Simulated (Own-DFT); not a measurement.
Hf36O71 (tetragonal hafnia with one neutral oxygen vacancy, atoms displaced) (calculated)

All values are calculated (Own-DFT development build). A calculation, not a measurement: plane-wave PBE and HSE06 DFT by an unreviewed code, no spin, of a simulated cell at Gamma alone, so results move with cell size and shape, stress positive in tension, energies less offsets, not probed for a lower state with spin; hafnium file: forces about 75 meV/angstrom off all-electron values; oxygen file: force components 24 meV/angstrom off all-electron in a glass; k mesh not checked against a denser one; forces and stress are PBE's, HSE06 gives the energy alone, and its difference from PBE has offsets of its own; offsets are fitted by least squares, one for each functional and potential file, so energies compare only between cells with the same atoms and settings and are not formation energies; the far tail of each file's local potential was reset to the Coulomb form; each entry is a single point on an unrelaxed cell, so the pressure reflects the starting lattice, taken from the Materials Project, from which strain is counted, and rises with the displacements; printed positions are rounded, which can move forces by about a meV/angstrom; the program is a retired in-house code; no spin-orbit coupling.

Common to all runs: first functional PBE; second functional HSE06; exact exchange share 0.25; screening 0.11 1/bohr; exchange divergence Gygi-Baldereschi; potential files PseudoDojo norm-conserving, scalar-relativistic, made for PBE, standard set; wave cutoff 48 hartree; occupations fixed; k mesh 1 x 1 x 1 centred on Gamma.

(1) Hf36O71 (tetragonal hafnia with one neutral oxygen vacancy, atoms displaced)

```xyz
107
Lattice="10.7800 0.0000 0.0000 0.0000 10.7800 0.0000 0.0000 0.0000 10.4493" Properties=species:S:1:pos:R:3 Hf36O71
Hf     0.0432     0.0608    10.4081
Hf     1.7735     1.8193     2.6137
O      0.0300     1.8417     1.6112
O      1.7840    10.7550     3.6645
O     10.7411     1.7797     4.1739
O      1.7451    10.7800     1.0152
Hf     0.0084    10.7600     5.2547
Hf     1.7601     1.8224     7.8707
O     10.7377     1.7904     6.8450
O      1.8067     0.0114     8.8315
O     10.7656     1.7882     9.4042
O      1.7993     0.0377     6.2292
Hf    10.7453     3.6026    10.4381
Hf     1.8000     5.3540     2.6412
O     10.7574     5.4388     1.5777
O      1.7791     3.6229     3.6193
O      0.0049     5.4502     4.1947
O      1.7895     3.6119     1.0662
Hf    10.7508     3.5574     5.2349
Hf     1.8088     5.3633     7.8694
O     10.7131     5.3492     6.7865
O      1.8349     3.6223     8.8867
O      0.0102     5.3858     9.4722
O      1.7768     3.6033     6.2120
Hf     0.0414     7.2054     0.0278
Hf     1.7950     9.0154     2.6334
O     10.7659     9.0059     1.5776
O      1.8279     7.1836     3.5884
O      0.0367     8.9369     4.1780
O      1.8057     7.1693     1.0215
Hf    10.7513     7.2748     5.2746
Hf     1.7867     9.0331     7.9015
O     10.7774     8.9946     6.8078
O      1.7615     7.2118     8.8122
O     10.7510     8.9637     9.4423
O      1.8076     7.2451     6.2474
Hf     3.6428    10.7565     0.0334
Hf     5.3761     1.7917     2.5663
O      3.5618     1.8034     1.5923
O      5.3990     0.0004     3.5997
O      3.5451     1.8517     4.1678
O      5.3834    10.7430     1.0272
Hf     3.5865    10.7750     5.2555
Hf     5.3585     1.7954     7.8532
O      3.5629     1.8524     6.8581
O      5.4339     0.0221     8.8155
O      3.6131     1.8600     9.4057
Hf     3.5976     3.5967     0.0072
Hf     5.3842     5.3856     2.6292
O      3.5902     5.3545     1.6094
O      5.3451     3.5959     3.6562
O      3.5955     5.3540     4.1864
O      5.4272     3.5628     1.0777
Hf     3.6484     3.6178     5.2222
Hf     5.4110     5.3616     7.8499
O      3.5999     5.4259     6.8196
O      5.4037     3.6138     8.8632
O      3.5283     5.3481     9.4407
O      5.4237     3.5891     6.2863
Hf     3.5885     7.2349    10.4412
Hf     5.3296     8.9695     2.5814
O      3.5979     8.9987     1.6227
O      5.4321     7.1834     3.6210
O      3.5844     8.9692     4.1715
O      5.3820     7.1613     1.0713
Hf     3.6077     7.2348     5.2927
Hf     5.4050     8.9787     7.8414
O      3.5827     8.9692     6.8029
O      5.3729     7.2166     8.8751
O      3.5286     8.9409     9.4538
O      5.3702     7.1144     6.2606
Hf     7.1324    10.7780    10.4088
Hf     8.9751     1.7434     2.5680
O      7.2199     1.7749     1.6094
O      8.9954    10.7568     3.6267
O      7.1805     1.7239     4.2313
O      8.9524    10.7532     1.0607
Hf     7.2519     0.0280     5.2327
Hf     8.9740     1.7715     7.8095
O      7.2247     1.8023     6.8020
O      8.9857    10.7614     8.8211
O      7.2358     1.8343     9.4328
O      8.9910     0.0292     6.2633
Hf     7.1431     3.5046     0.0180
Hf     8.9565     5.3943     2.6456
O      7.1806     5.4059     1.5909
O      8.9405     3.5287     3.5836
O      7.2151     5.3739     4.1921
O      8.9677     3.5869     1.0443
Hf     7.2278     3.5598     5.2406
Hf     9.0030     5.3821     7.8764
O      7.1993     5.3576     6.8034
O      9.0125     3.5903     8.8507
O      7.2040     5.3570     9.3932
O      9.0023     3.6219     6.2569
Hf     7.1721     7.1939    10.4329
Hf     9.0377     8.9072     2.5935
O      7.2138     8.9679     1.5884
O      8.9860     7.1553     3.6669
O      7.1936     8.9713     4.2188
O      8.9424     7.1940     0.9939
Hf     7.2421     7.1678     5.2188
Hf     9.0180     9.0354     7.8387
O      7.2807     8.9948     6.8185
O      8.9733     7.1326     8.8492
O      7.1626     8.9675     9.3688
O      9.0446     7.2110     6.2593
```

| Quantity | Value |
| --- | --- |
| PBE energy of cell above offsets | -100.316 eV |
| HSE06 less PBE above offsets | -0.121 eV |
| PBE pressure | 0.93 GPa |
| PBE stress xx | -0.59 GPa |
| PBE stress yy | -0.85 GPa |
| PBE stress zz | -1.35 GPa |
| PBE stress yz | 0.53 GPa |
| PBE stress xz | -0.4 GPa |
| PBE stress xy | 0.01 GPa |

Force:
```tsv
element	x (eV/Å)	y (eV/Å)	z (eV/Å)
Hf	-1.538	-1.219	1.086
Hf	0.215	0.389	0.841
O	-0.69	-0.414	-0.847
O	0.008	0.601	-0.24
O	0.404	-0.256	0.752
O	1.481	-0.051	-0.247
Hf	-0.143	0.306	-1.226
Hf	0.275	0.737	-0.799
O	0.918	-0.012	-0.481
O	-0.033	0.566	0.806
O	0.411	0.358	0.001
O	0.042	-0.073	0.483
Hf	-0.168	0.564	0.974
Hf	-0.511	0.923	-0.24
O	-0.026	-0.214	0.273
O	-0.328	-1.07	0.367
O	-0.233	-0.941	0.49
O	-0.015	-0.267	-0.841
Hf	0.58	1.481	-0.762
Hf	-0.527	0.604	-1.111
O	1.5	0.166	0.847
O	-0.503	-1.037	-0.092
O	0.247	0.142	-0.488
O	0.178	-0.197	0.515
Hf	-0.859	-0.87	0.209
Hf	-0.551	-1.18	0.341
O	0.747	-0.405	-0.022
O	0.208	0.45	0.066
O	-0.267	1.231	0.082
O	0.47	0.496	-0.52
Hf	1.296	-2.207	-0.667
Hf	-0.212	-1.571	-1.362
O	0.513	0.58	0.04
O	0.098	-0.231	0.523
O	0.395	1.101	-0.324
O	-0.325	-0.127	0.019
Hf	-1.529	0.861	-0.147
Hf	-0.056	0.52	1.463
O	0.518	-0.583	-0.56
O	-0.515	0.062	0.234
O	0.217	-1.167	0.748
O	0.029	0.358	-0.49
Hf	0.568	0.376	-0.983
Hf	0.051	1.109	-1.062
O	0.417	-0.71	-0.188
O	-0.485	-0.578	0.424
O	0.162	-1.729	0.494
Hf	-0.498	0.703	0.909
Hf	-0.064	0.346	-0.009
O	0.457	-0.059	-0.263
O	0.527	-0.728	-0.075
O	0.109	0.946	0.601
O	-0.731	-0.391	-0.462
Hf	-0.447	0.013	-0.133
Hf	0.444	0.652	-0.534
O	-0.294	-0.421	0.368
O	-0.076	-0.612	0.525
O	0.309	1.188	-0.007
O	-0.194	-0.07	-0.12
Hf	0.099	-2.311	0.885
Hf	2.162	-0.582	1.415
O	-0.729	0.351	-1.291
O	-0.223	0.102	0.27
O	0.269	0.734	0.625
O	-0.501	0.466	-0.879
Hf	-0.62	-1.09	-1.167
Hf	1.035	-0.513	-1.015
O	0.479	0.818	0.431
O	-0.27	-0.569	0.045
O	0.369	1.899	-0.408
O	1.127	0.752	0.156
Hf	1.902	-0.784	0.75
Hf	0.85	-0.103	0.653
O	-1.444	-0.087	-0.715
O	0.166	-0.472	0.295
O	-0.066	1.278	-0.395
O	0.491	0.555	-1.396
Hf	-1.026	-1.441	-0.442
Hf	-0.093	0.824	0.551
O	-0.992	-0.399	0.23
O	-0.135	0.781	0.743
O	-0.405	-1.542	-0.35
O	0.571	-0.104	0.011
Hf	1.187	2.409	0.276
Hf	0.451	-0.685	-0.548
O	-0.133	-0.028	0.09
O	0.004	0.578	0.672
O	-0.005	-0.247	0.35
O	0.033	-0.205	-0.736
Hf	-0.166	0.385	-0.343
Hf	-0.426	-0.122	-0.402
O	0.086	0.286	0.054
O	0.279	-0.6	0.14
O	-0.512	0.082	0.691
O	-0.577	-0.688	-0.313
Hf	0.326	-0.822	0.289
Hf	-1.302	0.838	0.016
O	-0.841	0.128	-0.2
O	-0.227	0.574	-0.016
O	0.102	0.174	0.437
O	0.755	0.221	0.284
Hf	-0.508	0.275	-0.086
Hf	-0.267	-1.867	0.296
O	-1.815	0.148	0.068
O	0.016	1.412	0.091
O	-0.146	0.676	0.56
O	-1.298	0.082	0.146
```

(2) Hf36O71 (tetragonal hafnia with one neutral oxygen vacancy, atoms displaced)

```xyz
107
Lattice="10.7800 0.0000 0.0000 0.0000 10.7800 0.0000 0.0000 0.0000 10.4493" Properties=species:S:1:pos:R:3 Hf36O71
Hf     0.0186     0.0474     0.0067
Hf     1.6881     1.9126     2.6612
O     10.7605     1.6813     1.6385
O      1.6404    10.7724     3.5931
O      0.0591     1.9379     4.1206
O      1.8562    10.7745     1.0026
Hf     0.1223     0.0486     5.3764
Hf     1.9177     1.7092     7.8936
O     10.7201     1.8245     6.7566
O      1.7523    10.7130     8.8927
O      0.0492     1.8798     9.3411
O      1.8602     0.0614     6.2327
Hf    10.7640     3.6023     0.1326
Hf     1.8760     5.3693     2.6483
O      0.0779     5.4776     1.6914
O      1.8325     3.5996     3.5414
O     10.7245     5.2630     4.1195
O      1.8135     3.6264     0.9596
Hf    10.6449     3.5277     5.2043
Hf     1.9137     5.2742     7.7667
O     10.6776     5.3014     6.8044
O      1.8119     3.5813     8.8516
O     10.6720     5.5824     9.4477
O      1.6565     3.6675     6.1203
Hf     0.0983     7.3287     0.1255
Hf     1.7756     8.9215     2.6344
O     10.7674     8.9423     1.5391
O      1.8170     7.2323     3.4508
O      0.1465     9.0600     4.1688
O      1.8326     7.1941     0.9407
Hf     0.1349     7.1894     5.2262
Hf     1.7515     8.8573     7.8893
O      0.1471     8.9330     6.7808
O      1.7194     7.2106     8.9538
O     10.6562     8.9635     9.4048
O      1.8188     7.2372     6.2496
Hf     3.6174     0.0236    10.3016
Hf     5.4052     1.7545     2.6127
O      3.4798     1.8538     1.6783
O      5.2787     0.0430     3.6990
O      3.6922     1.8584     4.0632
O      5.4977    10.7307     0.8668
Hf     3.6791     0.0625     5.2191
Hf     5.2807     1.8806     7.9061
O      3.6523     1.7693     6.6670
O      5.4029     0.0036     8.8606
O      3.6405     1.8336     9.4996
O      5.4265    10.6933     6.3407
Hf     3.5561     3.6283     0.0141
Hf     5.3122     5.2748     2.6008
O      3.6144     5.3291     1.5300
O      5.4223     3.5533     3.6064
O      3.6033     5.3460     4.2726
O      5.4268     3.5235     0.9825
Hf     3.4784     3.6569     5.0321
Hf     5.3778     5.2425     7.9025
O      3.6850     5.3507     6.7112
O      5.4732     3.5679     8.9482
O      3.5308     5.3656     9.2870
O      5.2881     3.4641     6.2681
Hf     3.5331     7.0488    10.4463
Hf     5.4223     9.0136     2.5922
O      3.4937     8.9741     1.4757
O      5.2492     7.1548     3.5571
O      3.6152     9.0168     4.0706
O      5.4526     7.2206     0.9962
Hf     3.6214     7.1400     5.3810
Hf     5.4394     9.0797     7.8278
O      3.5346     9.0699     6.6584
O      5.4943     7.0859     8.8997
O      3.6451     8.9284     9.4446
O      5.2992     7.1519     6.2536
Hf     7.1583    10.6880     0.1003
Hf     8.8146     1.8662     2.6096
O      7.2391     1.6569     1.6423
O      9.0868     0.0353     3.8335
O      7.1962     1.9109     4.1308
O      9.0433     0.0220     1.2366
Hf     7.1638    10.7398     5.1604
Hf     8.8379     1.9069     7.8474
O      7.2080     1.7473     6.6533
O      9.0372    10.7366     8.8838
O      7.1135     1.8072     9.3809
O      8.9817    10.5520     6.1656
Hf     7.0709     3.4939    10.4165
Hf     8.9892     5.1694     2.7171
O      7.3074     5.3266     1.6331
O      8.9229     3.6328     3.5447
O      8.8129     3.7222     0.9545
Hf     7.1811     3.5726     5.0725
Hf     8.9759     5.2481     7.8670
O      7.1240     5.4516     6.8982
O      9.0129     3.7099     8.7473
O      7.0833     5.4976     9.5168
O      8.9713     3.7470     6.3042
Hf     7.1791     7.0679    10.4425
Hf     8.9311     8.8689     2.6551
O      7.1359     8.8186     1.6489
O      9.0775     7.3235     3.5300
O      7.2421     8.9067     4.1750
O      9.0688     7.1821     1.0273
Hf     7.1698     7.1341     5.3086
Hf     9.0428     9.0365     7.8650
O      7.1327     8.8624     6.8842
O      8.8535     7.0266     8.8884
O      7.1164     9.2185     9.4336
O      9.0415     7.1326     6.2542
```

| Quantity | Value |
| --- | --- |
| PBE energy of cell above offsets | -84.564 eV |
| HSE06 less PBE above offsets | 0.738 eV |
| PBE pressure | 5.65 GPa |
| PBE stress xx | -4.16 GPa |
| PBE stress yy | -7.83 GPa |
| PBE stress zz | -4.96 GPa |
| PBE stress yz | 0.47 GPa |
| PBE stress xz | -0.31 GPa |
| PBE stress xy | 0.09 GPa |

Force:
```tsv
element	x (eV/Å)	y (eV/Å)	z (eV/Å)
Hf	-0.403	-0.538	1.297
Hf	0.44	-5.164	-0.949
O	-0.896	2.159	-1.381
O	1.021	1.902	0.527
O	-0.287	-1.05	0.555
O	-0.645	0.599	-1.431
Hf	-2.033	-0.617	-3.532
Hf	-2.575	0.07	-1.421
O	-0.096	-0.54	0.78
O	0.778	0.919	-0.592
O	-0.205	-0.076	1.427
O	0.729	1.072	1.223
Hf	-0.782	1.775	-2.323
Hf	-2.46	1.486	-1.188
O	0.133	-1.685	-0.433
O	0.987	1.842	1.462
O	0.77	1.273	1.229
O	-0.702	0.031	0.625
Hf	0.819	1.779	1.819
Hf	-3.214	0.775	0.029
O	3.096	0.803	0.178
O	0.796	-0.427	-0.509
O	1.046	-3.411	0.93
O	2.478	0.065	0.61
Hf	-3.674	-1.674	-1.379
Hf	0.306	4.508	-1.476
O	0.757	0.429	0.379
O	-0.169	-4.097	2.965
O	-0.422	-1.988	1.633
O	1.405	-0.831	1.959
Hf	-3.528	0.488	-1.132
Hf	1.869	0.792	-0.054
O	-1.762	0.486	-0.061
O	1.214	-1.231	-1.354
O	0.649	0.953	-0.593
O	0.487	-1.386	0.893
Hf	-1.063	-3.901	3.167
Hf	-2.501	0.156	-0.342
O	2.49	0.262	-1.459
O	1.968	-0.128	-0.682
O	-0.574	-0.191	1.388
O	-4.679	0.675	3.366
Hf	-0.872	-1.791	-0.763
Hf	1.852	-1.859	-2.328
O	-1.384	-0.09	2.178
O	-1.45	2.02	-0.386
O	-0.205	0.784	-2.286
O	0.073	0.406	-1.11
Hf	-0.27	-0.3	0.565
Hf	3.205	3.26	-0.376
O	-0.245	-0.245	-0.482
O	0.342	0.617	0.2
O	-0.218	2.44	-2.816
O	-1.558	-0.085	1.227
Hf	0.447	-3.83	3.433
Hf	1.446	3.576	-1.004
O	-1.608	-0.201	0.755
O	-0.928	-0.054	0.017
O	0.22	-0.962	0.456
O	1.377	0.705	-0.458
Hf	2.471	3.624	-0.198
Hf	-3.135	-2.266	-0.267
O	2.181	0.135	0.756
O	0.82	-0.914	0.4
O	-0.063	-0.034	1.443
O	-2.41	-0.98	0.398
Hf	0.6	2.66	-2.954
Hf	-1.39	-1.957	0.839
O	0.258	-0.806	1.546
O	-1.167	0.92	-1.341
O	-0.055	0.151	-1.037
O	1.953	0.404	0.315
Hf	5.127	1.494	-0.783
Hf	4.505	-4.838	0.926
O	-3.137	0.967	-1.801
O	-1.708	1.175	-1.691
O	-0.135	-2.511	-0.792
O	-0.959	-0.067	-1.988
Hf	2.243	-0.287	0.823
Hf	1.614	-1.834	-0.489
O	-0.145	0.322	1.147
O	0.095	2.609	-0.234
O	1.011	-0.8	-0.326
O	-0.459	-0.105	1.821
Hf	1.626	2.776	-0.045
Hf	1.191	10.26	-4.704
O	-3.405	0.518	1.138
O	-0.859	-5.965	4.653
O	2.935	-1.772	0.501
Hf	-1.348	1.931	3.601
Hf	0.8	8.593	-2.434
O	-0.62	-0.459	-0.979
O	-0.71	-6.862	4.435
O	-0.383	-7.039	-1.385
O	-2.244	-2.059	-1.978
Hf	2.245	3.724	1.187
Hf	1.273	4.475	-2.461
O	1.004	1.569	-0.605
O	0.186	-6.066	3.452
O	-1.346	0.808	0.831
O	-1.36	0.45	-0.197
Hf	1.119	0.044	0.599
Hf	-0.536	-2.333	-0.209
O	1.276	-0.137	-0.958
O	-0.719	3.056	-0.933
O	0.238	-4.121	-1.395
O	-0.259	0.791	-1.6
```
